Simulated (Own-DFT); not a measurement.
# Which defects push the lattice out? wurtzite GaN

The numbers are computed, not measured, by runs of the plane-wave DFT program Own-DFT (in-house, retired, unreviewed) at fixed positions, with no spin and no spin-orbit coupling.

Settings: PBE; PseudoDojo norm-conserving scalar-relativistic files; cutoff 42 hartree; 4 x 4 x 3 k mesh centred on Gamma; Fermi-Dirac smearing of 0.1 eV.

Keep in mind (not all hold for every row): some atoms lie very close together; not probed for a lower state with spin; forces not confirmed at this smearing and k mesh; stress not checked against mesh or cutoff.

All runs share one cell, with vectors in Å (9.567, 0.000, 0.000); (-4.784, 8.285, 0.000); (0.000, 0.000, 10.370) and a volume of 822.0 Å³. u is the rms random offset of the atoms per axis. The defect's site can differ from row to row.

| cell | formula | u (Å) | P (GPa) |
|---|---|---|---|
| no defect | Ga36N36 | 0.0197 | 5.90 |
| no defect | Ga36N36 | 0.0478 | 7.18 |
| no defect | Ga36N36 | 0.0533 | 7.78 |
| one Ga on an N site | Ga37N35 | 0.0288 | 12.24 |
| one Ga on an N site | Ga37N35 | 0.0320 | 11.90 |
| one Ga on an N site | Ga37N35 | 0.0471 | ? |
| one Ga on an N site | Ga37N35 | 0.0498 | 12.90 |
| one N on a Ga site | Ga35N37 | 0.0306 | 5.55 |
| one N on a Ga site | Ga35N37 | 0.0337 | 5.68 |
| one N on a Ga site | Ga35N37 | 0.0494 | 6.96 |

## What the rows give

P = P0 + c u² + a shift for each defect gives P0 = 5.61 GPa, c = 729 ± 92 GPa/Å² and a scatter of 0.23 GPa. The shifts, and each times the cell's volume:

- one Ga on an N site: 5.68 ± 0.19 GPa, 29.1 eV
- one N on a Ga site: -0.65 ± 0.19 GPa, -3.3 eV

Positive is outwards. The product with the volume (160.2 GPa Å³ to the eV) is nearly free of the cell's size; divided by the bulk modulus at the cell's pressure it gives the volume that the defect adds. The atoms around the defects weren't relaxed, which would change these numbers.

## The run left out

Asked: what pressure belongs in the blank (one Ga on an N site, u = 0.0471 Å)?

From the fit: 12.91 ± 0.28 GPa. The hidden result is 13.60 GPa.
